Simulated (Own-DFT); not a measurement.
# Stretching a layer in its plane: wurtzite AlGaN with randomly placed atoms, 72 atoms (Al9Ga27N36)

The numbers are computed, not measured, by runs of the plane-wave DFT program Own-DFT (in-house, retired, unreviewed) at fixed positions, with no spin and no spin-orbit coupling.

All runs used: PBE; PseudoDojo norm-conserving scalar-relativistic files (stringent for Ga); cutoff 96 hartree; 4 x 4 x 3 k mesh centred on Gamma; Gaussian smearing of 0.01 eV.

Limits: forces on such cells passed a denser k mesh, each cell not checked; stress not checked against mesh or cutoff.

Unstrained cell vectors in Å: (9.509, 0.000, 0.000); (-4.755, 8.235, 0.000); (0.000, 0.000, 10.268). The unstrained cell has measured lattice constants (interpolated for alloys), not those of this functional. That, the random moves and any unrelaxed bonds set the pressure at no strain. Each run strains x and y alike by e, as a substrate would, and holds the height along z. Each coordinate of each atom was shifted by a normal deviate of width 0.05 Å. The random placing of the alloy's atoms differs from row to row. Stress is positive in tension.

```
e (%),u (Å),(s_xx + s_yy)/2 (GPa),s_zz (GPa)
-2.25,0.051,-21.17,-10.88
-1.75,0.051,-18.07,-9.50
-1.25,0.048,?,?
-0.25,0.050,-8.14,-8.33
0.25,0.049,-4.57,-7.63
0.75,0.047,-3.07,-5.35
1.00,0.052,-1.38,-6.75
1.50,0.048,1.33,-5.50
2.25,0.048,3.59,-3.81
3.00,0.052,6.53,-1.76
```

## Fit

With e as a fraction, the in-plane stress is -6.5 + 563 e - 4338 e² GPa (errors 9 and 532, scatter 0.43), and s_zz is -7.4 + 160 e GPa (slope ± 15, scatter 0.73). At e = 0 the first slope is C11 + C12 and the second 2 C13, both with the ions held to the strained lattice and at the cell's own pressure. The term in e² is negative: the layer stiffens under compression and softens under tension. A free layer would change its height as e changes, and the in-plane slope would drop by 2 C13²/C33 to the biaxial modulus. At fixed height, a misfit of 1 % moves the in-plane stress by about 5.6 GPa and s_zz by 1.6 GPa.

## Withheld run

Question: what are the two stresses at e = -1.25 %?

From the fit: -14.3 and -9.4 GPa. The run itself gave -14.03 and -9.55 GPa.
